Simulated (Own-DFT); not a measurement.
## Calculated data, AlN (wurtzite, atoms displaced)

A calculation, not a measurement: plane-wave PBE density functional theory by an unreviewed code, no spin, of a simulated periodic cell, stress positive in tension, free energy of the whole cell less one offset for each atom, forces on such cells passed a denser k mesh, this cell's mesh not checked; offsets are fitted by least squares, one for each functional and potential file, so energies compare only between cells with the same atoms and settings and are not formation energies; the far tail of each file's local potential was reset to the Coulomb form; each entry is a single point on an unrelaxed cell, so the pressure reflects the starting lattice, mostly measured values (interpolated for alloys), from which strain is counted, and rises with the displacements; printed positions are rounded, which can move forces by about a meV/angstrom; the program, named Own-DFT, is a retired in-house code; no spin-orbit coupling. Program: Own-DFT development build.

Settings shared by all entries: functional PBE; potential files PseudoDojo norm-conserving, scalar-relativistic, standard set; wave cutoff 42 hartree; occupations Fermi-Dirac; smearing width 0.1 eV; hardware one NVIDIA H100; k mesh 2 x 2 x 2 centred on Gamma.

```json
{"entry": 1, "formula": "AlN", "kind": "wurtzite, atoms displaced", "structure": {"cell_angstrom": [[12.448, 0.0, 0.0], [-6.224, 10.7803, 0.0], [0.0, 0.0, 9.964]], "atoms_fractional": [["Al", 0.08183, 0.16615, 0.00387], ["Al", 0.17243, 0.08779, 0.24752], ["N", 0.08592, 0.16622, 0.19059], ["N", 0.17118, 0.08549, 0.43872], ["Al", 0.08304, 0.16888, 0.49815], ["Al", 0.16435, 0.08258, 0.7522], ["N", 0.08396, 0.16546, 0.69814], ["N", 0.16533, 0.08491, 0.94205], ["Al", 0.08366, 0.41687, 0.00141], ["Al", 0.16729, 0.33607, 0.24976], ["N", 0.08278, 0.41582, 0.18995], ["N", 0.16767, 0.33532, 0.43948], ["Al", 0.08043, 0.41488, 0.50021], ["Al", 0.16893, 0.33304, 0.74769], ["N", 0.08265, 0.41541, 0.6918], ["N", 0.16794, 0.33765, 0.94261], ["Al", 0.07921, 0.66557, 0.99798], ["Al", 0.16363, 0.57991, 0.25269], ["N", 0.08072, 0.66356, 0.18779], ["N", 0.16672, 0.58436, 0.43886], ["Al", 0.08258, 0.66618, 0.499], ["Al", 0.16377, 0.58316, 0.74895], ["N", 0.08355, 0.66245, 0.69383], ["N", 0.16426, 0.58181, 0.94033], ["Al", 0.08517, 0.91896, 0.00496], ["Al", 0.16497, 0.83399, 0.25035], ["N", 0.0836, 0.91557, 0.19144], ["N", 0.16938, 0.83396, 0.44576], ["Al", 0.08481, 0.91865, 0.49936], ["Al", 0.16833, 0.83439, 0.74986], ["N", 0.08442, 0.91849, 0.69089], ["N", 0.16609, 0.82969, 0.94087], ["Al", 0.33031, 0.16395, 0.00056], ["Al", 0.41686, 0.08171, 0.25127], ["N", 0.33451, 0.16745, 0.19417], ["N", 0.41506, 0.08256, 0.43876], ["Al", 0.33218, 0.16465, 0.49902], ["Al", 0.41986, 0.08484, 0.74796], ["N", 0.3331, 0.16601, 0.69314], ["N", 0.41745, 0.08522, 0.94411], ["Al", 0.33116, 0.41715, 0.00131], ["Al", 0.41605, 0.33118, 0.24855], ["N", 0.33188, 0.41747, 0.19487], ["N", 0.41813, 0.33572, 0.44126], ["Al", 0.33522, 0.41839, 0.49842], ["Al", 0.41789, 0.33367, 0.75204], ["N", 0.33437, 0.41927, 0.69059], ["N", 0.41642, 0.33237, 0.94008], ["Al", 0.33331, 0.66677, 0.99816], ["Al", 0.41754, 0.58323, 0.25535], ["N", 0.3312, 0.66526, 0.19073], ["N", 0.41489, 0.58087, 0.44048], ["Al", 0.33297, 0.66407, 0.49924], ["Al", 0.41684, 0.58425, 0.75227], ["N", 0.3386, 0.6696, 0.69057], ["N", 0.41766, 0.58271, 0.94126], ["Al", 0.3326, 0.9172, 0.0039], ["Al", 0.41171, 0.82852, 0.24755], ["N", 0.3383, 0.92087, 0.18734], ["N", 0.41722, 0.83555, 0.44315], ["Al", 0.33311, 0.91519, 0.49887], ["Al", 0.41721, 0.8334, 0.75112], ["N", 0.33474, 0.91705, 0.692], ["N", 0.41769, 0.83362, 0.94052], ["Al", 0.58282, 0.16652, 6e-05], ["Al", 0.6669, 0.08396, 0.24706], ["N", 0.58518, 0.1683, 0.18854], ["N", 0.66592, 0.07973, 0.44398], ["Al", 0.58304, 0.16686, 0.50013], ["Al", 0.66868, 0.08465, 0.74885], ["N", 0.58342, 0.16514, 0.691], ["N", 0.67127, 0.08515, 0.93905], ["Al", 0.57953, 0.41478, 0.99586], ["Al", 0.66853, 0.33702, 0.25011], ["N", 0.581, 0.41812, 0.18956], ["N", 0.66848, 0.33623, 0.439], ["Al", 0.58058, 0.41472, 0.50244], ["Al", 0.66439, 0.33317, 0.74891], ["N", 0.58391, 0.41441, 0.68918], ["N", 0.66604, 0.33258, 0.94221], ["Al", 0.58387, 0.66367, 0.00101], ["Al", 0.66365, 0.58227, 0.25236], ["N", 0.58449, 0.66837, 0.19314], ["N", 0.66603, 0.58261, 0.44164], ["Al", 0.58456, 0.66961, 0.50018], ["Al", 0.668, 0.5853, 0.75135], ["N", 0.58151, 0.66506, 0.69126], ["N", 0.6658, 0.58468, 0.9418], ["Al", 0.58293, 0.91768, 0.00331], ["Al", 0.66859, 0.83377, 0.24895], ["N", 0.58635, 0.91567, 0.18965], ["N", 0.66313, 0.83083, 0.43972], ["Al", 0.58472, 0.91711, 0.49869], ["Al", 0.66593, 0.83556, 0.75272], ["N", 0.58181, 0.9189, 0.68998], ["N", 0.66573, 0.83361, 0.94063], ["Al", 0.83255, 0.16136, 0.999], ["Al", 0.91894, 0.08342, 0.25262], ["N", 0.8336, 0.16364, 0.18994], ["N", 0.91672, 0.08255, 0.43695], ["Al", 0.83075, 0.16375, 0.4984], ["Al", 0.91503, 0.08349, 0.74979], ["N", 0.83537, 0.16634, 0.69266], ["N", 0.91669, 0.08092, 0.94582], ["Al", 0.83559, 0.4179, 0.00136], ["Al", 0.91644, 0.33266, 0.2504], ["N", 0.83458, 0.41579, 0.19035], ["N", 0.91342, 0.33393, 0.44282], ["Al", 0.83139, 0.41224, 0.496], ["Al", 0.91389, 0.33114, 0.75443], ["N", 0.83463, 0.41836, 0.68873], ["N", 0.91696, 0.33697, 0.94089], ["Al", 0.83533, 0.66476, 0.99829], ["Al", 0.91813, 0.5849, 0.24812], ["N", 0.83444, 0.66481, 0.1893], ["N", 0.91519, 0.58288, 0.43994], ["Al", 0.83482, 0.66894, 0.49776], ["Al", 0.91805, 0.58661, 0.75089], ["N", 0.83207, 0.66636, 0.69206], ["N", 0.91486, 0.5833, 0.94011], ["Al", 0.83149, 0.91702, 0.99704], ["Al", 0.9189, 0.83577, 0.25071], ["N", 0.83515, 0.91972, 0.18983], ["N", 0.919, 0.83441, 0.43829], ["Al", 0.83248, 0.91701, 0.49857], ["Al", 0.91613, 0.83291, 0.75296], ["N", 0.83077, 0.91404, 0.69179], ["N", 0.91714, 0.83191, 0.93962]]}, "results": {"free_energy_of_cell_above_offsets [eV]": "-62.064", "pressure [GPa]": 3.86, "stress_xx [GPa]": -4.34, "stress_yy [GPa]": -3.29, "stress_zz [GPa]": -3.94, "stress_yz [GPa]": -0.03, "stress_xz [GPa]": -0.21, "stress_xy [GPa]": 0.2, "force_element": ["Al", "Al", "N", "N", "Al", "Al", "N", "N", "Al", "Al", "N", "N", "Al", "Al", "N", "N", "Al", "Al", "N", "N", "Al", "Al", "N", "N", "Al", "Al", "N", "N", "Al", "Al", "N", "N", "Al", "Al", "N", "N", "Al", "Al", "N", "N", "Al", "Al", "N", "N", "Al", "Al", "N", "N", "Al", "Al", "N", "N", "Al", "Al", "N", "N", "Al", "Al", "N", "N", "Al", "Al", "N", "N", "Al", "Al", "N", "N", "Al", "Al", "N", "N", "Al", "Al", "N", "N", "Al", "Al", "N", "N", "Al", "Al", "N", "N", "Al", "Al", "N", "N", "Al", "Al", "N", "N", "Al", "Al", "N", "N", "Al", "Al", "N", "N", "Al", "Al", "N", "N", "Al", "Al", "N", "N", "Al", "Al", "N", "N", "Al", "Al", "N", "N", "Al", "Al", "N", "N", "Al", "Al", "N", "N", "Al", "Al", "N", "N"], "force_x [eV/angstrom]": [0.106, -0.668, -0.399, -1.173, 0.703, 0.806, -0.657, 0.268, -0.365, 0.124, -0.224, -0.301, 0.123, -0.514, -0.011, 0.089, 0.903, 0.069, 0.451, -0.021, -0.121, 1.524, -0.996, 0.169, -0.12, 0.944, 0.063, -0.775, 0.137, -0.001, -0.154, -0.444, 0.389, 0.306, 0.453, 0.461, 0.298, -0.654, -0.062, -0.091, 0.561, -0.224, 0.563, -0.142, -0.087, -0.402, 0.38, -0.785, -0.184, -0.212, 0.141, 0.26, -0.156, 0.126, -1.021, -0.198, 0.342, 0.836, -0.837, 0.294, 0.31, -0.082, -0.191, -0.285, 0.444, 0.126, -0.176, -0.378, 0.071, -0.162, 0.111, -0.972, 0.752, -0.275, 0.453, -0.497, 0.481, 1.122, -0.646, 0.011, -0.704, 0.689, -0.164, -0.076, 0.006, -0.325, 0.25, 0.761, 0.258, -0.01, -1.036, 0.685, -0.593, -0.303, 0.746, -0.018, -0.136, -0.13, -0.025, -0.035, 0.257, 0.735, -0.411, 0.003, -0.71, -0.032, -0.183, 1.213, -0.603, 0.171, -0.27, 0.586, -1.076, -0.252, -0.707, 0.383, -0.15, -0.046, 0.325, 0.38, 0.566, -0.47, 0.32, -0.359, 0.122, 0.18, 0.155, -0.077], "force_y [eV/angstrom]": [0.646, -0.834, 0.393, -0.282, -0.294, 0.041, 0.161, -0.408, 0.208, -0.564, -0.135, -0.27, 0.402, 0.418, -0.148, -1.142, -0.183, 0.557, 0.802, -0.481, -0.217, -0.479, 1.362, 0.404, -0.684, -0.523, 0.802, -0.228, 0.052, -0.214, -0.502, 1.015, 0.665, 0.81, -0.279, 0.065, 0.858, -0.499, 0.063, -0.517, 0.048, 0.847, -0.09, -0.826, -0.474, -0.066, -0.472, -0.167, -0.248, 0.206, -0.398, 0.792, 0.734, -0.092, -0.673, 0.108, -0.151, 0.912, -1.08, -0.806, 0.474, 0.232, 0.099, 0.168, 0.186, -0.3, -0.078, 0.955, -0.05, -0.339, 0.565, -0.466, 0.428, -0.318, -0.308, -0.92, 0.597, 0.098, 0.598, 0.323, 0.814, 0.252, -0.353, 0.256, -1.044, -0.448, 0.601, -0.561, -0.101, 0.07, 0.106, 0.809, -0.587, -0.601, -0.148, -0.231, 1.373, 0.063, 0.571, 0.231, 0.538, -0.429, 0.04, 0.488, -0.343, -0.341, 0.322, -0.985, 1.482, 0.86, -0.412, -1.134, 0.42, -0.557, 0.531, 0.071, -0.636, -0.942, 0.441, -0.309, -0.736, -0.683, -0.59, 0.277, -0.472, 0.087, 0.639, 0.415], "force_z [eV/angstrom]": [-0.65, 0.558, 0.551, 0.086, 0.488, -0.042, -1.411, 0.341, -0.462, -0.056, 0.456, 0.321, 0.34, 0.641, -0.276, -0.259, 0.107, -0.878, 0.52, 0.623, 0.412, 0.417, -0.829, 0.058, -1.131, 0.076, 0.306, -0.974, 0.231, -0.03, -0.041, 0.222, -0.039, -0.363, -0.851, 0.47, 0.53, 0.662, -0.328, -0.583, 0.163, 0.452, -0.545, -0.165, 0.45, -0.584, -0.084, 0.374, 0.125, -1.066, 0.041, 0.363, 0.287, -0.225, 0.004, 0.275, -1.393, 0.535, 1.122, -0.851, 0.708, -0.191, -0.206, 0.42, -0.161, 0.419, 0.703, -0.863, -0.288, 0.135, -0.258, 0.182, 0.701, -0.53, -0.141, 0.185, -0.514, 0.331, 0.636, -0.342, 0.185, -0.34, -0.223, 0.205, 0.301, -0.298, 0.011, -0.297, -0.745, -0.026, 0.542, -0.03, 0.416, -0.479, 0.062, 0.325, 0.369, -1.141, 0.333, 1.174, 0.332, 0.554, -0.581, -1.105, -0.254, -0.229, 0.239, -0.722, 1.04, -0.75, 0.271, 0.487, 0.465, 0.393, 0.25, -0.034, 0.335, -0.471, -0.382, -0.134, 0.567, -0.673, 0.127, 0.476, 0.224, -0.549, -0.31, 0.671], "wall_time [s]": 375.7}}
{"entry": 2, "formula": "AlN", "kind": "wurtzite, atoms displaced", "structure": {"cell_angstrom": [[12.448, 0.0, 0.0], [-6.224, 10.7803, 0.0], [0.0, 0.0, 9.964]], "atoms_fractional": [["Al", 0.08375, 0.16635, 0.00175], ["Al", 0.16679, 0.08299, 0.24956], ["N", 0.08171, 0.16613, 0.18858], ["N", 0.16664, 0.0815, 0.43954], ["Al", 0.08537, 0.16813, 0.49818], ["Al", 0.16764, 0.08157, 0.74799], ["N", 0.08291, 0.16605, 0.69034], ["N", 0.16533, 0.08439, 0.94097], ["Al", 0.08528, 0.41475, 0.99997], ["Al", 0.16567, 0.33427, 0.24727], ["N", 0.08435, 0.4155, 0.18872], ["N", 0.16329, 0.33152, 0.43618], ["Al", 0.08107, 0.4136, 0.50235], ["Al", 0.1665, 0.33507, 0.75138], ["N", 0.08611, 0.41737, 0.69073], ["N", 0.16622, 0.33324, 0.94346], ["Al", 0.08139, 0.66777, 0.00166], ["Al", 0.16869, 0.58623, 0.2472], ["N", 0.08375, 0.66779, 0.19389], ["N", 0.16715, 0.58462, 0.44247], ["Al", 0.0835, 0.6643, 0.50062], ["Al", 0.16639, 0.57984, 0.75005], ["N", 0.08334, 0.66669, 0.69442], ["N", 0.1659, 0.5835, 0.94033], ["Al", 0.08572, 0.91925, 0.00027], ["Al", 0.16589, 0.83391, 0.24469], ["N", 0.08398, 0.91795, 0.18858], ["N", 0.16676, 0.83103, 0.44146], ["Al", 0.08404, 0.91797, 0.50141], ["Al", 0.16721, 0.83294, 0.74664], ["N", 0.08359, 0.91709, 0.69085], ["N", 0.1624, 0.83019, 0.93911], ["Al", 0.3294, 0.16411, 0.99905], ["Al", 0.4171, 0.08389, 0.24699], ["N", 0.33391, 0.16817, 0.19277], ["N", 0.42009, 0.08567, 0.44516], ["Al", 0.33368, 0.16878, 0.50195], ["Al", 0.41419, 0.08347, 0.74648], ["N", 0.3357, 0.16796, 0.69041], ["N", 0.41663, 0.08182, 0.94501], ["Al", 0.33327, 0.41836, 0.00123], ["Al", 0.41571, 0.33532, 0.25034], ["N", 0.33581, 0.41426, 0.18798], ["N", 0.41706, 0.33327, 0.43786], ["Al", 0.33178, 0.41421, 0.49758], ["Al", 0.41615, 0.33536, 0.74964], ["N", 0.33502, 0.41788, 0.6901], ["N", 0.41831, 0.33204, 0.94628], ["Al", 0.33228, 0.66629, 0.00198], ["Al", 0.41825, 0.58359, 0.25147], ["N", 0.33172, 0.66846, 0.19335], ["N", 0.41488, 0.58451, 0.44118], ["Al", 0.33103, 0.6621, 0.50097], ["Al", 0.4167, 0.58325, 0.75157], ["N", 0.32916, 0.6654, 0.69159], ["N", 0.41491, 0.58418, 0.9379], ["Al", 0.33284, 0.91819, 0.99716], ["Al", 0.41902, 0.83461, 0.24651], ["N", 0.33351, 0.91927, 0.19331], ["N", 0.41756, 0.83352, 0.44067], ["Al", 0.33106, 0.91727, 0.4976], ["Al", 0.41746, 0.83629, 0.75151], ["N", 0.33622, 0.92127, 0.6917], ["N", 0.41707, 0.8314, 0.94046], ["Al", 0.5812, 0.16552, 0.0022], ["Al", 0.66503, 0.08342, 0.25035], ["N", 0.58147, 0.16663, 0.19456], ["N", 0.67008, 0.08536, 0.44296], ["Al", 0.58674, 0.16746, 0.50115], ["Al", 0.66792, 0.08271, 0.7495], ["N", 0.5822, 0.16741, 0.69132], ["N", 0.6666, 0.08285, 0.93924], ["Al", 0.58336, 0.41414, 0.00345], ["Al", 0.66522, 0.33237, 0.24896], ["N", 0.58229, 0.41599, 0.18986], ["N", 0.66502, 0.33432, 0.44327], ["Al", 0.58224, 0.41493, 0.50056], ["Al", 0.6657, 0.33334, 0.74815], ["N", 0.58041, 0.41648, 0.69266], ["N", 0.66767, 0.33365, 0.93978], ["Al", 0.5841, 0.66595, 0.00196], ["Al", 0.66544, 0.57962, 0.24865], ["N", 0.58475, 0.67045, 0.19249], ["N", 0.66534, 0.58228, 0.43882], ["Al", 0.58423, 0.6674, 0.50067], ["Al", 0.66672, 0.58356, 0.75255], ["N", 0.58476, 0.6676, 0.69296], ["N", 0.66747, 0.58193, 0.94214], ["Al", 0.58337, 0.91629, 0.00024], ["Al", 0.66773, 0.83198, 0.24787], ["N", 0.57992, 0.91471, 0.19074], ["N", 0.66807, 0.83516, 0.44012], ["Al", 0.58003, 0.91648, 0.50248], ["Al", 0.66802, 0.83613, 0.74827], ["N", 0.58378, 0.91699, 0.69276], ["N", 0.66579, 0.83228, 0.94408], ["Al", 0.83013, 0.16709, 0.00255], ["Al", 0.91668, 0.08315, 0.24976], ["N", 0.83234, 0.16388, 0.19159], ["N", 0.91825, 0.08588, 0.44228], ["Al", 0.83474, 0.16726, 0.4972], ["Al", 0.91686, 0.08283, 0.75307], ["N", 0.83119, 0.16444, 0.68734], ["N", 0.91904, 0.08407, 0.942], ["Al", 0.83525, 0.41844, 0.99952], ["Al", 0.91474, 0.33108, 0.24846], ["N", 0.8319, 0.41605, 0.19301], ["N", 0.91721, 0.33383, 0.4398], ["Al", 0.83311, 0.41661, 0.50257], ["Al", 0.91592, 0.33352, 0.75085], ["N", 0.8325, 0.41496, 0.69031], ["N", 0.91864, 0.33465, 0.94054], ["Al", 0.83243, 0.66418, 0.00248], ["Al", 0.91685, 0.58437, 0.25052], ["N", 0.83695, 0.66724, 0.1947], ["N", 0.91554, 0.58185, 0.44467], ["Al", 0.8324, 0.66626, 0.50176], ["Al", 0.91504, 0.58335, 0.75409], ["N", 0.83047, 0.66164, 0.69081], ["N", 0.91659, 0.58535, 0.94333], ["Al", 0.83412, 0.91843, 0.00166], ["Al", 0.91492, 0.83272, 0.2481], ["N", 0.83431, 0.91633, 0.19137], ["N", 0.91833, 0.83339, 0.44205], ["Al", 0.83201, 0.91586, 0.5046], ["Al", 0.91977, 0.83668, 0.74354], ["N", 0.83356, 0.91615, 0.69053], ["N", 0.91338, 0.83125, 0.93948]]}, "results": {"free_energy_of_cell_above_offsets [eV]": "-62.337", "pressure [GPa]": 3.74, "stress_xx [GPa]": -4.07, "stress_yy [GPa]": -3.75, "stress_zz [GPa]": -3.4, "stress_yz [GPa]": -0.02, "stress_xz [GPa]": -0.07, "stress_xy [GPa]": -0.09, "force_element": ["Al", "Al", "N", "N", "Al", "Al", "N", "N", "Al", "Al", "N", "N", "Al", "Al", "N", "N", "Al", "Al", "N", "N", "Al", "Al", "N", "N", "Al", "Al", "N", "N", "Al", "Al", "N", "N", "Al", "Al", "N", "N", "Al", "Al", "N", "N", "Al", "Al", "N", "N", "Al", "Al", "N", "N", "Al", "Al", "N", "N", "Al", "Al", "N", "N", "Al", "Al", "N", "N", "Al", "Al", "N", "N", "Al", "Al", "N", "N", "Al", "Al", "N", "N", "Al", "Al", "N", "N", "Al", "Al", "N", "N", "Al", "Al", "N", "N", "Al", "Al", "N", "N", "Al", "Al", "N", "N", "Al", "Al", "N", "N", "Al", "Al", "N", "N", "Al", "Al", "N", "N", "Al", "Al", "N", "N", "Al", "Al", "N", "N", "Al", "Al", "N", "N", "Al", "Al", "N", "N", "Al", "Al", "N", "N", "Al", "Al", "N", "N"], "force_x [eV/angstrom]": [-0.238, -0.032, 0.371, -0.049, -0.278, -0.461, 0.301, 0.385, -0.773, 0.528, -0.651, 0.63, 0.081, 0.634, -0.711, 0.558, 0.633, -0.408, -0.145, 0.086, -0.456, -0.647, -0.061, -0.044, -0.813, 0.208, -0.246, -0.668, 0.359, 0.115, 0.448, 0.51, 0.623, -0.578, -0.156, -0.507, 0.529, 0.958, -0.906, -0.586, 0.561, 0.832, -1.296, -0.359, -0.179, 0.306, -0.568, -0.774, -0.16, -0.496, 0.997, 0.893, -0.438, -0.23, 0.989, 0.531, 0.169, -0.964, 0.229, -0.436, 0.847, -0.045, -0.35, -0.516, 0.428, 0.227, 0.602, -0.458, -0.507, -0.655, 0.432, -0.26, -0.062, -0.004, 0.164, 0.642, -0.21, -0.106, 0.436, 0.124, -0.24, 0.044, 0.307, -0.018, -0.158, -0.104, -0.245, -0.359, -0.063, -0.455, 1.027, -0.267, 0.663, 0.093, -0.18, 0.182, 0.829, 0.171, -0.471, 0.288, 0.059, -0.133, 0.56, -0.789, -0.191, 0.294, 0.215, -0.224, -0.076, 0.256, 0.017, -0.202, -0.283, 0.445, -0.995, 0.085, 0.166, 0.492, -0.047, 0.177, 0.157, 0.609, -0.298, -0.479, 0.262, -0.432, -0.114, 0.546], "force_y [eV/angstrom]": [0.173, 0.234, 0.09, 0.56, -0.527, 0.729, 0.269, -0.269, 0.69, -0.354, 0.468, 0.444, 0.726, -0.611, -0.648, -0.142, -0.394, -0.789, -0.238, -0.98, 0.293, 0.931, -0.434, -0.243, -0.796, 0.18, -0.164, 0.33, -0.58, -0.123, 0.089, 0.963, 0.569, 0.116, -0.219, -0.145, -0.465, 0.523, 0.132, 0.43, -0.327, -0.818, 1.051, 0.113, 0.465, -0.355, -0.268, 0.12, 0.045, 0.042, -0.357, -0.688, 1.227, 0.484, 0.455, -0.174, -0.938, -0.122, -0.558, -0.274, 0.034, -0.762, -0.973, 0.483, 0.342, -0.418, 0.084, -0.479, 0.007, 0.431, -0.267, 0.05, 0.222, 0.302, -0.101, -0.174, 0.499, -0.096, 0.18, -0.218, 0.017, 0.839, -1.331, 0.003, -0.023, -0.157, 0.059, -0.146, -0.094, 0.938, 0.736, -0.222, 0.144, -0.682, -0.031, 0.327, -0.037, -0.191, 0.272, -0.661, 0.052, 0.284, 0.504, 0.114, -0.305, 0.495, 0.061, -0.055, -0.051, -0.422, 0.369, -0.27, 0.851, -0.476, -0.28, 0.224, -0.245, -0.084, 1.054, -0.572, -0.517, 0.268, 0.18, 0.057, 0.498, -1.326, 0.328, 0.418], "force_z [eV/angstrom]": [-0.324, -0.02, 0.565, 0.304, 0.21, 0.273, 0.097, -0.463, -0.013, -0.036, 0.236, 0.496, -0.704, -0.005, 0.093, -0.508, -0.173, 0.824, -0.646, -0.485, 0.286, 0.284, -0.383, 0.487, -0.483, 1.113, 0.246, -0.249, -0.58, 0.385, -0.19, 0.135, 0.546, 1.174, -0.366, -0.714, -0.725, 0.731, 0.248, -0.899, -0.535, -0.283, 0.626, 0.563, 0.111, 0.807, -0.107, -0.928, -0.334, -0.181, -0.562, -0.054, 0.088, -0.631, -0.009, 1.009, 0.475, 1.007, -0.818, 0.014, 0.069, -0.319, -0.215, 0.319, -0.387, 0.375, -0.696, -0.472, 0.052, -0.122, 0.196, 0.494, -0.771, 0.677, 0.438, -0.43, 0.176, 0.269, -0.304, 0.348, -0.441, 0.271, -0.304, 0.256, -0.075, -0.135, -0.226, 0.426, -0.077, 0.606, -0.186, 0.246, -0.469, 0.76, -0.165, -0.478, -0.537, 0.421, -0.073, -0.366, 0.37, -0.549, 0.658, 0.1, 0.198, 0.226, -0.468, 0.052, -0.552, -0.293, 0.577, 0.222, -0.129, 0.794, -0.586, -0.522, -0.374, -0.607, 0.129, -0.023, -0.395, 0.573, -0.053, 0.043, -1.168, 1.238, 0.359, 0.004], "wall_time [s]": 362.9}}
```
